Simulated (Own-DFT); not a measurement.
## Calculated data, Hf₃₁SiO₆₄ (monoclinic hafnia with substituted atoms, atoms displaced), Hf₁₆O₃₁ (monoclinic hafnia with two neutral oxygen vacancies, strained, atoms displaced)

Computed with Own-DFT development build. A calculation, not a measurement: plane-wave PBE and HSE06 DFT by an unreviewed code, no spin, of a simulated cell at Gamma alone, so results move with cell size and shape, stress positive in tension, energies less offsets, not probed for a lower state with spin; hafnium file: forces about 75 meV/angstrom off all-electron values; oxygen file: force components 24 meV/angstrom off all-electron in a glass; k mesh not checked against a denser one; forces and stress are PBE's, HSE06 gives the energy alone, and its difference from PBE has offsets of its own; offsets are fitted by least squares, one for each functional and potential file, so energies compare only between cells with the same atoms and settings and are not formation energies; the far tail of each file's local potential was reset to the Coulomb form; each entry is a single point on an unrelaxed cell, so the pressure reflects the starting lattice, mostly measured values, from which strain is counted, and rises with the displacements; printed positions are rounded, which can move forces by about a meV/angstrom; the program is a retired in-house code; no spin-orbit coupling.

Common to all runs: first functional PBE; second functional HSE06; exact exchange share 0.25; screening 0.11 1/bohr; exchange divergence Gygi-Baldereschi; potential files PseudoDojo norm-conserving, scalar-relativistic, made for PBE, standard set; wave cutoff 48 hartree; occupations fixed; k mesh 1 x 1 x 1 centred on Gamma.

(1) Hf₃₁SiO₆₄ (monoclinic hafnia with substituted atoms, atoms displaced)

```cif
# cell vector a (Å): 10.2340 0.0000 0.0000
# cell vector b (Å): 0.0000 10.3500 0.0000
# cell vector c (Å): -1.6955 0.0000 10.4453
data_Hf31SiO64
_symmetry_space_group_name_H-M 'P 1'
_symmetry_Int_Tables_number 1
_cell_length_a 10.2340
_cell_length_b 10.3500
_cell_length_c 10.5820
_cell_angle_alpha 90.000
_cell_angle_beta 99.220
_cell_angle_gamma 90.000
_cell_volume 1106.39
loop_
_atom_site_label
_atom_site_type_symbol
_atom_site_fract_x
_atom_site_fract_y
_atom_site_fract_z
_atom_site_occupancy
Hf1 Hf 0.13934 0.02148 0.10750 1
Hf2 Hf 0.35780 0.26353 0.14578 1
Hf3 Hf 0.35788 0.47960 0.39561 1
Hf4 Hf 0.14086 0.23606 0.35643 1
O1 O 0.02986 0.15418 0.16805 1
O2 O 0.45804 0.41139 0.08313 1
O3 O 0.46105 0.33284 0.32259 1
O4 O 0.03541 0.08100 0.43034 1
O5 O 0.22868 0.38116 0.24304 1
O6 O 0.28099 0.13053 0.00970 1
O7 O 0.28163 0.12296 0.25472 1
O8 O 0.22657 0.36319 0.49469 1
Hf5 Hf 0.13888 0.02427 0.60321 1
Hf6 Hf 0.35738 0.26524 0.63925 1
Si1 Si 0.36899 0.47417 0.89657 1
Hf7 Hf 0.13482 0.23237 0.85537 1
O9 O 0.04086 0.15734 0.67668 1
O10 O 0.45938 0.42068 0.58286 1
O11 O 0.46535 0.33169 0.82408 1
O12 O 0.03635 0.08278 0.91985 1
O13 O 0.21616 0.37658 0.73886 1
O14 O 0.26948 0.12441 0.50393 1
O15 O 0.27755 0.11919 0.75359 1
O16 O 0.22792 0.37805 0.98670 1
Hf8 Hf 0.14450 0.51751 0.10698 1
Hf9 Hf 0.35731 0.77920 0.14746 1
Hf10 Hf 0.36094 0.97986 0.39212 1
Hf11 Hf 0.13657 0.73133 0.35814 1
O17 O 0.03743 0.66913 0.18126 1
O18 O 0.46792 0.92334 0.07849 1
O19 O 0.46346 0.82565 0.32635 1
O20 O 0.04879 0.56904 0.43020 1
O21 O 0.23332 0.87956 0.24288 1
O22 O 0.26443 0.62729 0.00889 1
O23 O 0.27959 0.62812 0.26011 1
O24 O 0.22666 0.86905 0.48713 1
Hf12 Hf 0.13214 0.51929 0.60282 1
Hf13 Hf 0.36814 0.77073 0.65123 1
Hf14 Hf 0.36215 0.98337 0.88758 1
Hf15 Hf 0.13105 0.73225 0.85189 1
O25 O 0.03412 0.66848 0.66671 1
O26 O 0.46858 0.90748 0.57859 1
O27 O 0.46167 0.83469 0.82385 1
O28 O 0.03351 0.58156 0.92897 1
O29 O 0.21576 0.87515 0.74393 1
O30 O 0.26663 0.63345 0.50767 1
O31 O 0.27426 0.62872 0.76301 1
O32 O 0.22603 0.87235 0.99444 1
Hf16 Hf 0.63890 0.01593 0.11387 1
Hf17 Hf 0.86811 0.27188 0.15241 1
Hf18 Hf 0.86239 0.47261 0.39231 1
Hf19 Hf 0.63688 0.21901 0.35785 1
O33 O 0.52911 0.16208 0.16849 1
O34 O 0.96895 0.40965 0.07239 1
O35 O 0.96335 0.32700 0.32602 1
O36 O 0.53442 0.07887 0.42841 1
O37 O 0.72437 0.38125 0.24398 1
O38 O 0.77953 0.13043 0.01055 1
O39 O 0.78190 0.12775 0.25910 1
O40 O 0.72440 0.36887 0.49194 1
Hf20 Hf 0.63792 0.02982 0.60774 1
Hf21 Hf 0.85715 0.26832 0.64035 1
Hf22 Hf 0.85887 0.47957 0.89789 1
Hf23 Hf 0.64526 0.22667 0.86242 1
O41 O 0.53859 0.16561 0.66893 1
O42 O 0.96201 0.41338 0.57426 1
O43 O 0.97388 0.33096 0.82540 1
O44 O 0.53602 0.08270 0.92347 1
O45 O 0.72049 0.38863 0.74057 1
O46 O 0.77531 0.13338 0.50064 1
O47 O 0.77461 0.12875 0.75918 1
O48 O 0.71835 0.37564 0.98859 1
Hf24 Hf 0.63840 0.51149 0.09987 1
Hf25 Hf 0.86672 0.77000 0.15311 1
Hf26 Hf 0.86427 0.98590 0.39508 1
Hf27 Hf 0.63569 0.72579 0.35075 1
O49 O 0.54218 0.66067 0.16995 1
O50 O 0.96910 0.92309 0.07579 1
O51 O 0.97650 0.83700 0.32808 1
O52 O 0.53485 0.58831 0.42128 1
O53 O 0.72187 0.88160 0.23796 1
O54 O 0.76975 0.62288 0.99982 1
O55 O 0.77804 0.61891 0.26123 1
O56 O 0.72962 0.86406 0.48353 1
Hf28 Hf 0.64101 0.52072 0.60442 1
Hf29 Hf 0.85910 0.77670 0.64260 1
Hf30 Hf 0.86921 0.97405 0.89902 1
Hf31 Hf 0.63514 0.72370 0.85557 1
O57 O 0.52646 0.66104 0.66628 1
O58 O 0.95717 0.91315 0.58404 1
O59 O 0.95239 0.83083 0.82490 1
O60 O 0.53367 0.57721 0.92069 1
O61 O 0.71500 0.87697 0.73849 1
O62 O 0.77512 0.62591 0.51066 1
O63 O 0.78052 0.62400 0.75372 1
O64 O 0.72034 0.86006 0.98736 1
```

It finds PBE energy of cell above offsets -87.217 eV; HSE06 less PBE above offsets 0.350 eV; PBE pressure 3.89 GPa; PBE stress xx -3.19 GPa; PBE stress yy -4.15 GPa; PBE stress zz -4.33 GPa; PBE stress yz -0.08 GPa; PBE stress xz -0.14 GPa; PBE stress xy 0.15 GPa.

Force:
| element | x (eV/Å) | y (eV/Å) | z (eV/Å) |
| --- | --- | --- | --- |
| Hf | 1.337 | -0.499 | -1.463 |
| Hf | 1.103 | 1.351 | -0.798 |
| Hf | 1.669 | 1.229 | 0.785 |
| Hf | 0.168 | -1.604 | -0.414 |
| O | -0.048 | 1.713 | 1.547 |
| O | 0.967 | 1.42 | -2.15 |
| O | 0.779 | -0.365 | 1.282 |
| O | 0.133 | 1.171 | -1.242 |
| O | -1.321 | -0.624 | 0.147 |
| O | -0.804 | -0.398 | -0.506 |
| O | -1.229 | -0.375 | 1.273 |
| O | -0.475 | 0.231 | -1.047 |
| Hf | -0.079 | -2.492 | 0.889 |
| Hf | 0.746 | 1.62 | 1.941 |
| Si | 1.194 | -0.508 | 0.927 |
| Hf | 1.569 | -0.121 | -0.239 |
| O | -1.788 | 1.408 | -0.493 |
| O | 0.142 | -0.407 | -0.927 |
| O | -1.832 | 1.772 | 1.051 |
| O | 0.066 | -0.378 | 0.387 |
| O | 1.223 | -0.019 | -0.03 |
| O | 0.909 | 0.433 | -0.173 |
| O | 0.43 | 0.006 | 0.108 |
| O | 0.619 | 0.031 | -0.55 |
| Hf | -0.184 | 1.491 | -1.214 |
| Hf | 1.779 | -2.27 | -1.267 |
| Hf | 0.067 | -1.763 | 1.223 |
| Hf | 1.84 | -1.472 | 0.664 |
| O | -0.293 | -0.725 | -1 |
| O | -0.836 | -0.915 | 0.095 |
| O | -0.078 | 1.356 | 0.241 |
| O | -1.937 | 0.455 | -2.998 |
| O | -1.445 | 0.938 | -0.163 |
| O | 1.439 | 0.371 | 0.049 |
| O | -0.3 | -0.889 | 0.187 |
| O | -0.043 | 1.039 | 0.254 |
| Hf | 1.236 | 0.745 | 2.374 |
| Hf | -1.634 | -0.748 | -1.348 |
| Hf | -0.224 | -0.525 | 1.511 |
| Hf | 0.88 | -1.287 | 0.561 |
| O | -0.221 | 0.066 | 0.505 |
| O | 0.615 | 1.81 | -0.722 |
| O | 0.554 | 0.028 | 0.997 |
| O | -0.693 | 0.358 | -0.529 |
| O | 0.297 | 1.044 | -0.567 |
| O | 1.041 | -0.826 | 0.588 |
| O | 0.341 | -2.221 | 1.021 |
| O | -0.176 | 0.182 | -0.511 |
| Hf | 0.028 | 0.965 | -2.842 |
| Hf | -0.883 | -0.595 | -2.28 |
| Hf | -0.766 | 1.894 | 1.223 |
| Hf | -1.031 | 2.504 | -1.739 |
| O | 1.134 | -0.135 | 1.334 |
| O | -0.17 | -0.139 | 0.745 |
| O | 0.976 | 0.014 | 0.698 |
| O | 0.248 | 0.506 | -0.788 |
| O | 0.218 | -0.768 | -0.218 |
| O | -0.273 | -0.054 | 0.364 |
| O | -0.8 | -0.826 | 0.703 |
| O | -0.335 | -0.51 | -0.511 |
| Hf | 0.085 | -3.413 | 0.101 |
| Hf | 1.046 | 0.933 | 1.676 |
| Hf | 1.204 | 0.531 | -1.124 |
| Hf | -1.319 | 0.305 | -0.625 |
| O | -1.205 | 1.146 | 0.506 |
| O | -0.241 | -0.728 | 0.118 |
| O | -2.405 | 1.047 | -0.41 |
| O | 0.476 | 0.252 | -0.419 |
| O | 0.948 | -1.63 | 0.376 |
| O | 0.199 | -0.84 | 1.04 |
| O | 0.664 | -0.617 | -0.037 |
| O | 0.695 | -1.182 | 0.184 |
| Hf | -1.488 | 1.228 | 1.055 |
| Hf | -0.398 | -0.413 | -1.096 |
| Hf | -0.33 | -1.911 | 0.552 |
| Hf | 0.23 | -0.479 | 0.343 |
| O | -0.874 | 0.835 | -0.296 |
| O | -1.182 | -1.72 | 0.651 |
| O | -2.278 | 1.254 | -0.149 |
| O | -0.98 | -1.371 | 0.223 |
| O | 1.155 | -0.358 | 0.751 |
| O | 0.475 | 0.156 | 1.343 |
| O | 1.056 | 0.32 | -0.363 |
| O | -0.288 | 1.242 | -0.172 |
| Hf | -0.722 | 0.864 | -0.355 |
| Hf | -1.702 | -2.389 | -0.116 |
| Hf | -1.667 | 1.086 | -0.288 |
| Hf | 0.478 | 0.585 | -1.328 |
| O | 1.129 | -0.213 | 1.032 |
| O | 2.218 | 2.706 | -1.289 |
| O | 1.299 | -0.529 | 0.542 |
| O | -2.737 | -1.601 | -0.502 |
| O | 0.233 | 0.929 | -0.253 |
| O | 0.47 | -0.334 | -0.568 |
| O | -0.911 | -0.373 | 0.936 |
| O | 0.815 | 0.99 | 1.011 |

(2) Hf₁₆O₃₁ (monoclinic hafnia with two neutral oxygen vacancies, strained, atoms displaced)

```cif
# cell vector a (Å): 10.0716 0.1633 -0.1145
# cell vector b (Å): 0.1652 10.3991 0.0782
# cell vector c (Å): -1.7855 0.0518 10.3903
data_Hf16O31
_symmetry_space_group_name_H-M 'P 1'
_symmetry_Int_Tables_number 1
_cell_length_a 10.0736
_cell_length_b 10.4007
_cell_length_c 10.5427
_cell_angle_alpha 89.448
_cell_angle_beta 100.396
_cell_angle_gamma 88.166
_cell_volume 1085.76
loop_
_atom_site_label
_atom_site_type_symbol
_atom_site_fract_x
_atom_site_fract_y
_atom_site_fract_z
_atom_site_occupancy
Hf1 Hf 0.14033 0.01947 0.10604 1
Hf2 Hf 0.36039 0.27375 0.14034 1
Hf3 Hf 0.36834 0.47976 0.39224 1
Hf4 Hf 0.13970 0.22463 0.35370 1
O1 O 0.03706 0.16526 0.17890 1
O2 O 0.46087 0.41396 0.08223 1
O3 O 0.45958 0.33099 0.32368 1
O4 O 0.03446 0.08746 0.42425 1
O5 O 0.22617 0.38239 0.23650 1
O6 O 0.27629 0.12613 0.00654 1
O7 O 0.27177 0.12469 0.25965 1
O8 O 0.22416 0.37064 0.48715 1
Hf5 Hf 0.13767 0.01593 0.60148 1
Hf6 Hf 0.35979 0.27399 0.64533 1
Hf7 Hf 0.36142 0.48516 0.89255 1
Hf8 Hf 0.13263 0.22731 0.84393 1
O9 O 0.03476 0.16081 0.67267 1
O10 O 0.46019 0.41910 0.57862 1
O11 O 0.46305 0.33923 0.82389 1
O12 O 0.03482 0.08097 0.92130 1
O13 O 0.22621 0.37352 0.74459 1
O14 O 0.26999 0.13446 0.50683 1
O15 O 0.27512 0.12336 0.75993 1
O16 O 0.21916 0.37387 0.98560 1
Hf9 Hf 0.13933 0.52059 0.10628 1
Hf10 Hf 0.36464 0.76455 0.14662 1
Hf11 Hf 0.36551 0.97974 0.39188 1
Hf12 Hf 0.13441 0.73146 0.35526 1
O17 O 0.03608 0.66463 0.17675 1
O18 O 0.46196 0.91258 0.07527 1
O19 O 0.46561 0.83451 0.32538 1
O20 O 0.03562 0.59012 0.42061 1
O21 O 0.22358 0.87949 0.24058 1
O22 O 0.27346 0.63250 0.01310 1
O23 O 0.27767 0.61700 0.26292 1
O24 O 0.22847 0.86926 0.49107 1
Hf13 Hf 0.14159 0.51829 0.60581 1
Hf14 Hf 0.36397 0.77044 0.64829 1
Hf15 Hf 0.36036 0.98615 0.89417 1
Hf16 Hf 0.14249 0.72989 0.85504 1
O25 O 0.03573 0.66645 0.67292 1
O26 O 0.46260 0.92264 0.57205 1
O27 O 0.46229 0.82939 0.83030 1
O28 O 0.03462 0.58403 0.92109 1
O29 O 0.28207 0.62775 0.50736 1
O30 O 0.27038 0.62149 0.76073 1
Hf17 Hf 0.63496 0.02075 0.09885 1
Hf18 Hf 0.86457 0.27131 0.14017 1
Hf19 Hf 0.86235 0.48091 0.39638 1
Hf20 Hf 0.63754 0.22738 0.35608 1
O31 O 0.53928 0.16507 0.17205 1
O32 O 0.96052 0.41409 0.07794 1
O33 O 0.95954 0.33270 0.32612 1
O34 O 0.53252 0.08067 0.42467 1
O35 O 0.72434 0.37956 0.24288 1
O36 O 0.77664 0.12566 0.00909 1
O37 O 0.77424 0.12096 0.26097 1
O38 O 0.72326 0.36739 0.48791 1
Hf21 Hf 0.63299 0.01459 0.60495 1
Hf22 Hf 0.86181 0.26888 0.64443 1
Hf23 Hf 0.86299 0.47711 0.89592 1
Hf24 Hf 0.63676 0.23247 0.85390 1
O39 O 0.53595 0.16669 0.67394 1
O40 O 0.96480 0.41478 0.57790 1
O41 O 0.96393 0.32920 0.82673 1
O42 O 0.53127 0.08076 0.92565 1
O43 O 0.72876 0.37732 0.74203 1
O44 O 0.77642 0.12989 0.50867 1
O45 O 0.77207 0.12135 0.75925 1
O46 O 0.72168 0.36968 0.99358 1
Hf25 Hf 0.63528 0.52112 0.10953 1
Hf26 Hf 0.86191 0.76633 0.14606 1
Hf27 Hf 0.86030 0.97860 0.39777 1
Hf28 Hf 0.63903 0.72638 0.35438 1
O47 O 0.53675 0.66011 0.17351 1
O48 O 0.97001 0.91798 0.07842 1
O49 O 0.96366 0.83744 0.32744 1
O50 O 0.53551 0.58220 0.42109 1
O51 O 0.72603 0.87685 0.23767 1
O52 O 0.77687 0.62833 0.01332 1
O53 O 0.77578 0.62076 0.25921 1
O54 O 0.72644 0.87321 0.49225 1
Hf29 Hf 0.63852 0.52094 0.60672 1
Hf30 Hf 0.85870 0.77002 0.64515 1
Hf31 Hf 0.86066 0.97761 0.89498 1
Hf32 Hf 0.63898 0.73563 0.85254 1
O55 O 0.53928 0.66476 0.67355 1
O56 O 0.96065 0.91581 0.57265 1
O57 O 0.96328 0.83110 0.82791 1
O58 O 0.53625 0.58198 0.92743 1
O59 O 0.72363 0.87867 0.73834 1
O60 O 0.77843 0.62752 0.51100 1
O61 O 0.77245 0.61824 0.75392 1
O62 O 0.72712 0.86846 0.99297 1
```

Results for Hf₁₆O₃₁ (monoclinic hafnia with two neutral oxygen vacancies, strained, atoms displaced): PBE energy of cell above offsets -89.551 eV; HSE06 less PBE above offsets -0.005 eV; PBE pressure 9.31 GPa; PBE stress xx -12.78 GPa; PBE stress yy -6 GPa; PBE stress zz -9.15 GPa; PBE stress yz 0.98 GPa; PBE stress xz -3.8 GPa; PBE stress xy 5.44 GPa.

Force:
| element | x (eV/Å) | y (eV/Å) | z (eV/Å) |
| --- | --- | --- | --- |
| Hf | -0.222 | 0.395 | -0.736 |
| Hf | -0.74 | -1 | 0.071 |
| Hf | -1.7 | -0.589 | 0.556 |
| Hf | -0.54 | 1.568 | 0.561 |
| O | -0.291 | -0.364 | -1.212 |
| O | 0.848 | 1.204 | -0.689 |
| O | 0.926 | -0.475 | 0.424 |
| O | -0.611 | -0.937 | -0.062 |
| O | -0.642 | -0.483 | 0.115 |
| O | -0.157 | 0.265 | 0.418 |
| O | 1.334 | -0.702 | -0.257 |
| O | -0.27 | 0.566 | 0.187 |
| Hf | 0.47 | 0.445 | -0.098 |
| Hf | -0.027 | -0.732 | -0.972 |
| Hf | -0.039 | -1.4 | 1.508 |
| Hf | 1.14 | -0.394 | 2.657 |
| O | -0.479 | 0.052 | -0.496 |
| O | 1.03 | 0.264 | 0.482 |
| O | 0.633 | -0.173 | 0.488 |
| O | -0.222 | -0.018 | -0.182 |
| O | -0.7 | 1.146 | -0.963 |
| O | 0.767 | -0.984 | 0.967 |
| O | 0.484 | -0.719 | -0.983 |
| O | 0.268 | -0.069 | -0.068 |
| Hf | -0.199 | -0.179 | -0.434 |
| Hf | -1.102 | 1.473 | -0.491 |
| Hf | -1.253 | 0.221 | -0.094 |
| Hf | 1.516 | -0.335 | 0.371 |
| O | -0.016 | -0.056 | -0.353 |
| O | -0.016 | -0.182 | 0.462 |
| O | 0.678 | -0.506 | 0.161 |
| O | -0.732 | -1.046 | 0.663 |
| O | 0.081 | -0.313 | -0.482 |
| O | 0.168 | -0.016 | -0.291 |
| O | 0.167 | 1.007 | -0.817 |
| O | -0.463 | 0.249 | 0.31 |
| Hf | -0.42 | 0.375 | -1.255 |
| Hf | -0.829 | 0.402 | -1.443 |
| Hf | -0.868 | -1.572 | 0.249 |
| Hf | -0.898 | 0.378 | 0.374 |
| O | -0.058 | -0.01 | -0.305 |
| O | -0.503 | -1.454 | 1.567 |
| O | -0.228 | 0.344 | -0.362 |
| O | -0.337 | -0.264 | -0.066 |
| O | -0.537 | 0.231 | 1.126 |
| O | 1.114 | 0.136 | -0.483 |
| Hf | 0.489 | -0.261 | 1.663 |
| Hf | -1.555 | -0.666 | 1.646 |
| Hf | 0.31 | -1.158 | -0.224 |
| Hf | 0.826 | -0.098 | -0.516 |
| O | -1.138 | 0.439 | -0.126 |
| O | 1.351 | 0.977 | -0.181 |
| O | 0.814 | 0.099 | 0.177 |
| O | 0.502 | 0.649 | -0.681 |
| O | -0.575 | 0.097 | -0.227 |
| O | -0.091 | 0.203 | -0.126 |
| O | 0.409 | -0.177 | -0.144 |
| O | -0.178 | 0.74 | 0.423 |
| Hf | 1.038 | 2.1 | -0.362 |
| Hf | -0.883 | -0.193 | -0.795 |
| Hf | -0.239 | 0.52 | 0.257 |
| Hf | 0.51 | -0.612 | 0.338 |
| O | -0.624 | 0.172 | -0.102 |
| O | 0.666 | 0.343 | 0.366 |
| O | -0.424 | 0.599 | 0.052 |
| O | 0.906 | 1.202 | -1.235 |
| O | -0.937 | 0.177 | -0.086 |
| O | -0.298 | -0.392 | 0.589 |
| O | 0.576 | -0.297 | 0.13 |
| O | -0.093 | 0.032 | -1.023 |
| Hf | 1.397 | -1.556 | -1.009 |
| Hf | -0.271 | 1.124 | -0.287 |
| Hf | -0.26 | 0.973 | -1.239 |
| Hf | 0.644 | 0.749 | 0.275 |
| O | -0.89 | 1.146 | 0.669 |
| O | -0.421 | -0.691 | 0.1 |
| O | 0.459 | -0.387 | -0.076 |
| O | 0.685 | 0.347 | -0.018 |
| O | -0.829 | -0.162 | 0.356 |
| O | -0.047 | -0.209 | -0.527 |
| O | 0.353 | 0.195 | 0.222 |
| O | -0.888 | -0.728 | -0.563 |
| Hf | 0.284 | -0.95 | -0.684 |
| Hf | 0.843 | -0.341 | -0.073 |
| Hf | 0.747 | 0.647 | 0.688 |
| Hf | 0.514 | -1.573 | 1.245 |
| O | -1.001 | 0.78 | 0.061 |
| O | 1.144 | -0.194 | 1.44 |
| O | 0.326 | -0.037 | -0.146 |
| O | -0.2 | 0.524 | -0.941 |
| O | -0.682 | -0.508 | 0.698 |
| O | -0.383 | 0.2 | -0.037 |
| O | 0.731 | 0.241 | 0.901 |
| O | -0.144 | 0.166 | -0.993 |
